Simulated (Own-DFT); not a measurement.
# Strain and stress in 4H SiC, 72 atoms (C36Si36)

All numbers below are calculated, not measured. They come from Own-DFT, an in-house plane-wave density functional program, since retired, whose code no person has reviewed. Each row is one single-point run on a periodic cell that was not relaxed, without spin or spin-orbit coupling.

Settings of every run: PBE; PseudoDojo norm-conserving scalar-relativistic files; cutoff 42 hartree; 4 x 4 x 3 k mesh centred on Gamma; Fermi-Dirac smearing of 0.1 eV.

Known limits: forces on such cells passed a denser k mesh, each cell not checked; stress not checked against mesh or cutoff.

Unstrained cell vectors in Å: (9.248, 0.000, 0.000); (-4.624, 8.009, 0.000); (0.000, 0.000, 10.068). The unstrained cell has measured lattice constants (interpolated for alloys), not those of this functional. That, the random moves and any unrelaxed bonds set the pressure at no strain. Each run strains this cell uniformly, with the atoms carried along. Every atom was also moved at random, by a Gaussian of width 0.05 Å on each axis. Strain is the symmetric tensor, in per cent. Stress is positive in tension, and the pressure is minus a third of its trace.

```
run,e_xx (%),e_yy (%),e_zz (%),e_yz (%),e_xz (%),e_xy (%),s_xx (GPa),s_yy (GPa),s_zz (GPa),s_yz (GPa),s_xz (GPa),s_xy (GPa),P (GPa),E (meV/atom)
1,0.48,0.27,0.43,1.93,0.29,-1.65,-2.50,-3.71,-2.30,6.33,0.76,-7.80,2.84,16.3
2,-1.61,-1.52,-0.55,1.94,0.08,1.12,-15.21,-14.30,-13.98,6.45,-0.64,5.31,14.50,49.3
3,1.95,-0.45,-1.88,0.27,-1.57,-1.01,3.43,-4.27,-20.45,1.38,-5.72,-5.70,7.10,36.2
4,0.51,-0.53,0.15,0.03,-0.76,0.66,-3.03,-4.66,-6.51,-0.10,-3.75,3.27,4.74,0.0
5,-1.66,0.58,0.61,-1.25,1.67,-1.66,-14.17,-4.84,-1.81,-4.17,5.79,-9.33,6.94,34.8
6,0.62,1.19,0.37,0.69,0.10,0.95,0.90,2.02,-5.42,2.11,-0.44,3.78,0.83,23.7
7,-0.89,1.01,-1.93,-1.57,0.72,-0.61,-10.02,-1.23,-17.47,-5.75,2.18,-1.66,9.57,22.2
8,0.88,0.30,-1.74,-1.62,1.11,-1.09,1.28,-4.58,-16.83,-5.19,3.72,-4.68,6.71,28.6
9,0.86,-0.41,-0.31,-1.67,1.68,-1.76,-0.85,-5.56,-8.08,-4.30,5.47,-8.82,4.83,13.5
10,0.18,-1.45,-0.04,-1.07,0.90,-0.39,-5.88,-14.26,-6.17,-3.64,2.84,-1.46,8.77,27.0
11,-1.00,-1.70,-1.53,-1.53,-0.67,1.47,-14.91,-15.36,-16.76,-6.15,-3.06,5.28,15.68,48.1
12,-1.70,1.23,0.35,-1.11,1.56,1.02,-14.73,0.32,-5.03,-3.72,4.35,4.69,6.48,44.6
13,0.84,1.61,-1.96,-0.63,1.81,0.77,2.15,4.67,-20.84,-2.56,5.29,3.26,4.67,23.9
14,-1.99,-1.66,1.92,-0.28,1.05,-0.73,-16.78,-14.07,2.94,-0.94,3.78,-4.36,9.30,19.4
15,0.13,-1.69,-1.17,-0.04,0.20,-0.83,-3.99,-13.42,-18.18,-0.10,0.56,-3.78,11.86,20.8
16,-0.01,-1.28,0.20,-0.06,-0.49,1.44,-5.97,-12.65,-4.70,-1.48,-1.45,7.09,7.78,11.9
17,0.35,1.49,0.20,0.28,1.07,-0.35,?,?,?,?,?,?,?,?
```

E is the free energy for each atom above the lowest run shown.

## Worked fit

Each stress component was fitted by least squares to a constant and the strains of the runs shown, as fractions, with shears doubled. Shear strains stay in the fit of a normal stress only where such slopes are resolved. The slopes, in GPa:

```
stress  at no strain  per e_xx  per e_yy  per e_zz  scatter
  s_xx          -5.0  584 ± 33   99 ± 30   33 ± 34     1.33
  s_yy          -4.9  117 ± 33  518 ± 30   29 ± 34     1.33
  s_zz          -7.0   20 ± 46   56 ± 41  660 ± 47     1.84
```

Each shear stress against twice its own strain: yz 169 ± 7, xz 170 ± 8, xy 238 ± 12 GPa. These are stiffnesses along x, y and z of the frame in which the cell vectors are given, which need not be the crystal's axes. The atoms are held to the strained lattice; where symmetry lets them move under strain, relaxing them would lower some slopes. The table should be nearly symmetric about its diagonal, and what it lacks of that shows the noise. A ninth of its sum, 235 ± 6 GPa, estimates the bulk modulus near the mean pressure of these runs, 7.7 GPa, so it lies above the value at zero pressure.

## Withheld run

Question: what normal stresses and pressure should run 17 give?

The fit gives s_xx = -1.4, s_yy = 3.3, s_zz = -4.8 and P = 1.0 GPa. The calculation gave -1.25, 1.31, -3.71 and P = 1.22 GPa.
